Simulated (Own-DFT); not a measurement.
Simulation results for SiC (4H silicon carbide, strained, atoms displaced)

A calculation, not a measurement: plane-wave PBE density functional theory by an unreviewed code, no spin, of a simulated periodic cell, stress positive in tension, free energy of the whole cell less one offset for each atom, forces on such cells passed a denser k mesh, this cell's mesh not checked; offsets are fitted by least squares, one for each functional and potential file, so energies compare only between cells with the same atoms and settings and are not formation energies; the far tail of each file's local potential was reset to the Coulomb form; each entry is a single point on an unrelaxed cell, so the pressure reflects the starting lattice, mostly measured values (interpolated for alloys), from which strain is counted, and rises with the displacements; printed positions are rounded, which can move forces by about a meV/angstrom; the program, named Own-DFT, is a retired in-house code; no spin-orbit coupling; before rounding, a Quantum ESPRESSO 7.3.1 run of the same cell and cutoff gave forces within 1 meV/angstrom rms on each cell, which checks the program and not the settings. Program: Own-DFT development build.

Common to all runs: functional PBE; potential files PseudoDojo norm-conserving, scalar-relativistic, standard set; wave cutoff 42 hartree; occupations Fermi-Dirac; smearing width 0.1 eV; k mesh 5 x 5 x 3 centred on Gamma.

(1) SiC (4H silicon carbide, strained, atoms displaced)

```
CELL_PARAMETERS angstrom
6.26900 -0.06130 0.06990
-3.18760 5.26850 -0.10650
0.11410 -0.13480 10.11360
ATOMIC_POSITIONS crystal
Si 0.00942 0.00476 0.40070
Si 0.17109 0.33559 0.15536
C 0.00214 0.00042 0.09122
C 0.15299 0.32577 0.34980
Si 0.99489 0.49909 0.40203
Si 0.18019 0.84452 0.15500
C 0.00628 0.50620 0.10412
C 0.16253 0.81591 0.33715
Si 0.48771 0.98966 0.40881
Si 0.65490 0.32784 0.15398
C 0.48487 0.98110 0.09729
C 0.65848 0.33317 0.34530
Si 0.48395 0.49216 0.40869
Si 0.66005 0.83467 0.16681
C 0.50839 0.52211 0.09553
C 0.67227 0.82605 0.34217
Si 0.00342 0.00097 0.91931
Si 0.82422 0.66121 0.66300
C 0.00112 0.99941 0.58681
C 0.82619 0.65383 0.84550
Si 0.02040 0.51286 0.91054
Si 0.81922 0.15526 0.65477
C 0.00301 0.49154 0.60007
C 0.82262 0.15978 0.84839
Si 0.49256 0.98547 0.90847
Si 0.32913 0.67894 0.65005
C 0.49444 0.99141 0.59816
C 0.34744 0.67162 0.83844
Si 0.49181 0.47702 0.90959
Si 0.33095 0.16966 0.65633
C 0.48948 0.49435 0.59615
C 0.32420 0.15813 0.84365
```

* free energy of cell above offsets: -2.360 eV
* pressure: 4.78 GPa
* stress xx: 4.2 GPa
* stress yy: -14.65 GPa
* stress zz: -3.9 GPa
* stress yz: -3.84 GPa
* stress xz: 3.63 GPa
* stress xy: -5.8 GPa

Force:
```csv
element,x (eV/Å),y (eV/Å),z (eV/Å)
Si,-0.352,-2.346,1.221
Si,-0.657,0.594,0.845
C,0.032,-0.064,3.271
C,0.782,1.315,-1.951
Si,-0.64,-1.3,1.716
Si,-2.762,-1.751,0.874
C,-0.403,-1.2,-1.779
C,-0.385,2.453,1.112
Si,1.027,0.724,-0.549
Si,0.767,1.08,0.72
C,2.1,2.532,-1.135
C,-0.208,-0.912,-0.063
Si,1.262,0.358,0.194
Si,0.889,1.381,-1.9
C,0.347,-3.515,-0.509
C,-1.286,0.509,1.969
Si,-1.663,-0.994,-4.398
Si,0.824,0.294,-1.432
C,-0.31,-0.763,1.162
C,0.592,0.728,1.379
Si,-1.385,-1.519,-0.731
Si,2.036,0.646,1.156
C,-2.279,0.556,-1.74
C,1.363,0.547,0.151
Si,0.218,1.81,-0.081
Si,1.275,-3.494,2.237
C,-1.053,2.45,-1.967
C,-0.334,-2.115,0.556
Si,-0.112,3.217,-0.607
Si,-0.634,-1.024,0.171
C,0.332,1.209,-0.453
C,0.617,-1.406,0.562
```

(2) SiC (4H silicon carbide, strained, atoms displaced)

```
CELL_PARAMETERS angstrom
6.11760 0.03850 0.00390
-3.02550 5.26410 0.07590
0.00640 0.14670 10.17480
ATOMIC_POSITIONS crystal
Si 0.00830 0.01188 0.40389
Si 0.15903 0.32217 0.16112
C 0.99158 0.99037 0.09096
C 0.16411 0.32942 0.34542
Si 0.01795 0.51850 0.40804
Si 0.16648 0.83361 0.15676
C 0.99864 0.49071 0.09208
C 0.15816 0.84195 0.34023
Si 0.51326 0.00120 0.41183
Si 0.66031 0.33452 0.15502
C 0.51863 0.00927 0.09359
C 0.67394 0.33298 0.34566
Si 0.49983 0.49111 0.40636
Si 0.66905 0.83520 0.16057
C 0.50717 0.50010 0.09472
C 0.66190 0.83257 0.34225
Si 0.00000 0.98830 0.90987
Si 0.82493 0.66365 0.65855
C 0.98377 0.98557 0.59584
C 0.84985 0.67572 0.83863
Si 0.00977 0.50523 0.90820
Si 0.82249 0.16573 0.64981
C 0.00761 0.50172 0.59386
C 0.83984 0.17091 0.84453
Si 0.50715 0.00538 0.90779
Si 0.31937 0.65988 0.65323
C 0.50171 0.00612 0.58529
C 0.34408 0.67522 0.84617
Si 0.48537 0.49561 0.90382
Si 0.33746 0.17941 0.65616
C 0.50209 0.48449 0.58927
C 0.32756 0.16451 0.84721
```

* free energy of cell above offsets: -3.264 eV
* pressure: 6.66 GPa
* stress xx: -7.18 GPa
* stress yy: -11.45 GPa
* stress zz: -1.35 GPa
* stress yz: 5.43 GPa
* stress xz: -0.33 GPa
* stress xy: 3.86 GPa

Force:
```csv
element,x (eV/Å),y (eV/Å),z (eV/Å)
Si,-1.355,-2.45,1.649
Si,0.671,0.688,-1.323
C,0.853,0.627,0.994
C,0.262,2.068,-0.226
Si,-1.32,-1.472,-0.506
Si,0.911,-0.435,-0.638
C,-0.204,1.166,0.718
C,2.314,0.224,0.513
Si,-1.783,0.229,-2.729
Si,2.083,-0.268,0.886
C,-2.06,-0.994,-0.058
C,0.204,0.498,-0.341
Si,0.355,0.524,-0.707
Si,-0.151,-0.862,-0.75
C,-2.28,0.304,-0.486
C,1.083,-0.333,0.86
Si,-1.264,1.202,-1.089
Si,1.122,-0.367,-0.453
C,0.753,2.296,-1.251
C,-1.451,-1.768,1.183
Si,-0.4,-0.84,-0.465
Si,1.534,-0.32,1.693
C,-1.709,-0.214,-0.708
C,-0.18,-0.112,-0.661
Si,0.377,0.441,0.051
Si,2.383,1.309,0.961
C,-0.828,-1.054,2.681
C,-1.237,0.107,-1.27
Si,2.761,0.332,1.138
Si,-0.715,-3.902,0.791
C,-1.52,3.019,0.341
C,0.79,0.356,-0.797
```
